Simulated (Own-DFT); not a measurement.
# How strain changes the stress of beta-Si3N4, 112 atoms (N64Si48)

These are calculations, not measurements. They come from Own-DFT, an in-house plane-wave density functional program, since retired, whose code no person has reviewed. Each row is one single-point run on a periodic cell that was not relaxed, without spin or spin-orbit coupling.

Settings of every run: PBE; PseudoDojo norm-conserving scalar-relativistic files; cutoff 42 hartree; 2 x 2 x 4 k mesh centred on Gamma; Fermi-Dirac smearing of 0.1 eV.

Known limits, some of them of some rows only: some atoms lie very close together; forces on such cells moved up to 12 meV/angstrom on a denser k mesh; stress not checked against mesh or cutoff.

Unstrained cell vectors in Å: (15.212, 0.000, 0.000); (-7.606, 13.174, 0.000); (0.000, 0.000, 5.818). The unstrained cell has measured lattice constants (interpolated for alloys), not those of this functional. That, the random moves and any unrelaxed bonds set the pressure at no strain. Each run strains this cell uniformly, with the atoms carried along. Every atom was also moved at random, by a Gaussian of width 0.05 Å on each axis. Strain is the symmetric tensor, in per cent. Stress is positive in tension, and the pressure is minus a third of its trace.

```
run  e_xx (%)  e_yy (%)  e_zz (%)  e_yz (%)  e_xz (%)  e_xy (%)  s_xx (GPa)  s_yy (GPa)  s_zz (GPa)  s_yz (GPa)  s_xz (GPa)  s_xy (GPa)  P (GPa)  E (meV/atom)
  1     -2.00      0.73     -0.53      1.40     -1.79      1.30      -16.13       -5.86      -15.32        4.56       -5.41        3.43    12.44          15.9
  2      0.24      0.57      0.33     -0.68      0.58     -1.95       -4.27       -5.31       -8.72       -1.71        2.73       -7.23     6.10          26.1
  3     -1.05      0.85      0.94     -0.49      0.50     -0.83      -11.21       -2.70       -5.14       -2.22        2.72       -3.41     6.35           8.5
  4     -1.64      1.41      1.63      1.03      1.60     -1.73      -14.28       -0.26       -0.76        4.20        7.14       -7.00     5.10          24.9
  5      1.11      0.39      0.54      0.69      1.90     -0.52       -0.67       -3.49       -8.99        5.04        7.41       -2.86     4.39          39.5
  6      1.74      0.04     -1.61      0.73      1.41      1.91        0.04       -7.36      -18.69        2.49        4.99        7.30     8.67          19.8
  7      1.60     -0.72     -1.22     -1.87      0.33     -0.06       -1.67       -9.15      -19.44       -7.82        0.33        0.58    10.09          29.3
  8      1.07      1.67     -0.21      1.09     -0.80     -0.86       -2.36        2.55       -7.93        5.80       -1.77       -4.90     2.58          16.2
  9     -1.67      1.70      0.29     -0.74     -0.74     -0.72      -11.09       -1.51       -9.63       -1.93       -4.38       -2.47     7.41          19.1
 10     -1.56      1.66     -1.41      0.77     -1.94     -0.37      -14.21       -1.67      -22.08        3.24       -7.69       -0.67    12.65          39.1
 11     -1.49      0.04     -1.09     -1.85      0.32      0.72      -16.33       -9.37      -22.44       -4.81        0.96        1.11    16.05          39.1
 12     -0.39      0.06      1.46     -1.59      0.62     -0.10       -6.30       -6.05       -2.62       -4.88        0.83        1.30     4.99           0.0
 13      0.16     -1.72      0.30      0.03     -1.92     -0.13       -7.21      -20.91       -7.07        0.75       -6.27        0.36    11.73          30.9
 14     -0.43      1.25     -1.85     -1.08      1.31     -1.90       -8.30       -4.22      -27.60       -6.77        1.72       -8.02    13.37          76.4
 15      0.13      0.32      0.05     -1.79     -1.83     -0.49       -8.01       -3.78      -11.46       -7.60       -7.59       -4.13     7.75          16.1
 16      1.32     -0.54      0.07     -1.80     -0.89      1.84       -2.68       -9.75       -7.86       -7.69       -2.76        6.02     6.76          22.8
 17     -0.46      0.85      1.82      0.63      0.12      0.15           ?           ?           ?           ?           ?           ?        ?             ?
```

E is the free energy for each atom above the lowest run shown.

## Worked fit

Each stress component was fitted by least squares to a constant and the strains of the runs shown, as fractions, with shears doubled. Shear strains stay in the fit of a normal stress only where such slopes are resolved. The slopes, in GPa:

| stress | at no strain | per e_xx | per e_yy | per e_zz | scatter |
|---|---|---|---|---|---|
| s_xx | -7.3 | 458 ± 32 | 86 ± 43 | 71 ± 34 | 1.38 |
| s_yy | -8.1 | 130 ± 37 | 594 ± 49 | 87 ± 39 | 1.58 |
| s_zz | -11.1 | 125 ± 48 | 32 ± 63 | 726 ± 51 | 2.05 |

Each shear stress against twice its own strain: yz 200 ± 18, xz 178 ± 11, xy 180 ± 18 GPa. These are stiffnesses along x, y and z of the frame in which the cell vectors are given, which need not be the crystal's axes. The atoms are held to the strained lattice; where symmetry lets them move under strain, relaxing them would lower some slopes. The table should be nearly symmetric about its diagonal, and what it lacks of that shows the noise. A ninth of its sum, 256 ± 13 GPa, estimates the bulk modulus near the mean pressure of these runs, 8.5 GPa, so it lies above the value at zero pressure.

## Withheld run

Question: what normal stresses and pressure should run 17 give?

The fit gives s_xx = -7.4, s_yy = -2.0, s_zz = 1.8 and P = 2.5 GPa. The calculation gave -6.62, -1.14, 1.01 and P = 2.25 GPa.
